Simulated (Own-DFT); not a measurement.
# What a defect does to the pressure of its cell: zincblende GaAs

No measurement is shown. These are fixed-geometry runs of a retired plane-wave code named Own-DFT, which no person has reviewed; spin and spin-orbit coupling are neglected.

Common settings: PBE; PseudoDojo norm-conserving scalar-relativistic files; cutoff 42 hartree; 3 x 3 x 3 k mesh centred on Gamma; Fermi-Dirac smearing of 0.1 eV.

Limits (not all hold for every row): not probed for a lower state with spin; forces on such cells failed a check on a denser k mesh; forces not confirmed at this smearing and k mesh; forces on such cells passed a denser k mesh, each cell not checked; stress not checked against mesh or cutoff.

All runs share one cell, with vectors in Å (11.307, 0.000, 0.000); (0.000, 11.307, 0.000); (0.000, 0.000, 11.307) and a volume of 1445.4 Å³. Atoms were moved at random from their sites; u is the rms move along one axis. The defect's site can differ from row to row.

```
                                        cell     formula   u (Å)  P (GPa)
                                   no defect    As32Ga32  0.0203     3.51
                                   no defect    As32Ga32  0.0481     3.94
                                   no defect    As32Ga32  0.0495     4.02
one As on a Ga site and one Ga on an As site    As32Ga32  0.0278     3.92
one As on a Ga site and one Ga on an As site    As32Ga32  0.0447     4.24
one As on a Ga site and one Ga on an As site    As32Ga32  0.0530     4.36
                         one P on an As site   As31Ga32P  0.0283     3.34
                         one P on an As site   As31Ga32P  0.0292        ?
                         one P on an As site   As31Ga32P  0.0304     3.38
                         one P on an As site   As31Ga32P  0.0309     3.32
                         one In on a Ga site  As32Ga31In  0.0286     4.30
                         one In on a Ga site  As32Ga31In  0.0526     4.68
                         one In on a Ga site  As32Ga31In  0.0546     4.77
                         one As on a Ga site    As33Ga31  0.0303     4.27
                         one As on a Ga site    As33Ga31  0.0511     4.65
                         one As on a Ga site    As33Ga31  0.0514     4.59
```

## Fit

P = P0 + c u² + a shift for each defect gives P0 = 3.45 GPa, c = 219 ± 11 GPa/Å² and a scatter of 0.03 GPa. The shifts, and each times the cell's volume:

- one In on a Ga site: 0.66 ± 0.03 GPa, 5.9 eV
- one As on a Ga site: 0.61 ± 0.03 GPa, 5.5 eV
- one As on a Ga site and one Ga on an As site: 0.32 ± 0.03 GPa, 2.9 eV
- one P on an As site: -0.29 ± 0.03 GPa, -2.7 eV

A positive shift means that the defect pushes the cell outwards. Shift times volume (160.2 GPa Å³ is 1 eV) depends little on the cell's size, so, taken for each site, it can be compared between cells at like pressure. The atoms around the defects weren't relaxed, which would change these numbers.

## Check

Asked: what pressure belongs in the blank (one P on an As site, u = 0.0292 Å)?

The fitted form gives 3.34 ± 0.04 GPa. DFT gave 3.33 GPa.
